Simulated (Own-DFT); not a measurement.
# Computed records: SiC (4H silicon carbide, strained, atoms displaced)

All values are calculated (Own-DFT development build). A calculation, not a measurement: plane-wave PBE density functional theory by an unreviewed code, no spin, of a simulated periodic cell, stress positive in tension, free energy of the whole cell less one offset for each atom, forces on such cells passed a denser k mesh, this cell's mesh not checked; offsets are fitted by least squares, one for each functional and potential file, so energies compare only between cells with the same atoms and settings and are not formation energies; the far tail of each file's local potential was reset to the Coulomb form; each entry is a single point on an unrelaxed cell, so the pressure reflects the starting lattice, mostly measured values (interpolated for alloys), from which strain is counted, and rises with the displacements; printed positions are rounded, which can move forces by about a meV/angstrom; the program, named Own-DFT, is a retired in-house code; no spin-orbit coupling.

SiC (4H silicon carbide, strained, atoms displaced)

```xyz
32
Lattice="6.2433 -0.0221 -0.0144 -3.1408 5.4298 -0.0495 -0.0236 -0.1069 10.2449" Properties=species:S:1:pos:R:3 SiC
Si     3.0634     5.2941     4.0818
Si     0.0106     1.7924     1.5592
C     -3.1211     5.4131     0.8965
C      0.0044     1.8288     3.5081
Si     4.6619     2.6140     4.1667
Si    -1.5251     4.4809     1.5430
C     -1.5385     2.7153     0.8200
C     -1.5510     4.4832     3.4549
Si     3.1303     0.0127     4.1065
Si     3.1271     1.8456     1.4842
C      3.0714    -0.0148     0.8988
C      3.0643     1.7245     3.5669
Si     1.6169     2.7368     4.2236
Si     1.4587     4.6389     1.5683
C      1.4179     2.6353     0.8208
C      1.5825     4.4017     3.5093
Si     3.0452     5.2973     9.2574
Si     3.1538     3.5238     6.6483
C      0.0487    -0.0124     6.0383
C      3.1689     3.5726     8.5480
Si     4.6570     2.5705     9.2257
Si     4.7065     0.8882     6.6669
C      4.6170     2.6798     6.1014
C      4.6900     0.8033     8.6080
Si     3.0725    -0.0651     9.2019
Si     0.0487     3.4637     6.7097
C     -0.0082     5.3320     6.0717
C      0.0167     3.4829     8.5691
Si     1.5661     2.5424     9.2410
Si     1.6522     0.8228     6.7600
C      1.6078     2.6213     6.1396
C      1.4890     0.8337     8.6169
```

Settings of this run: functional PBE, potential files PseudoDojo norm-conserving, scalar-relativistic, standard set, wave cutoff 42 hartree, occupations Fermi-Dirac, smearing width 0.1 eV, hardware one NVIDIA H100 and k mesh 5 x 5 x 3 centred on Gamma.

Results for SiC (4H silicon carbide, strained, atoms displaced): free energy of cell above offsets -2.932 eV; pressure -4.48 GPa; stress xx 4.47 GPa; stress yy 4.53 GPa; stress zz 4.44 GPa; stress yz -3.07 GPa; stress xz -0.13 GPa; stress xy -0.87 GPa; wall time 129 s.

Force:
```csv
element,x (eV/Å),y (eV/Å),z (eV/Å)
Si,2.187,2.347,0.067
Si,-0.952,-0.38,0.654
C,-0.677,-0.164,0.876
C,-0.086,-1.042,0.267
Si,0.555,0.89,-0.711
Si,-1.384,0.181,-0.021
C,-0.463,-0.264,2.146
C,-0.411,-0.564,0.23
Si,-0.449,-2.444,1.926
Si,-1.341,-0.389,0.766
C,0.637,1.203,0.2
C,1.235,1.888,-1.776
Si,-1.689,-2.614,-0.54
Si,1.576,-2.786,-0.889
C,2.982,1.98,1.675
C,-1.403,2.132,-1.168
Si,0.54,0.302,-0.959
Si,-1.259,2.3,1.377
C,-0.333,-0.555,0.535
C,-0.884,-1.446,1.035
Si,0.766,1.081,-1.43
Si,-0.08,-1.649,0.527
C,2.438,-1.218,-1.668
C,-0.716,-0.177,-0.006
Si,0.588,-1.29,0.084
Si,-0.857,1.665,-0.023
C,1.011,-0.077,-1.046
C,-0.377,0.462,0.927
Si,-0.372,2.308,-0.875
Si,-1.486,-0.409,-1.171
C,-0.085,0.028,-1.372
C,0.792,-1.299,0.363
```
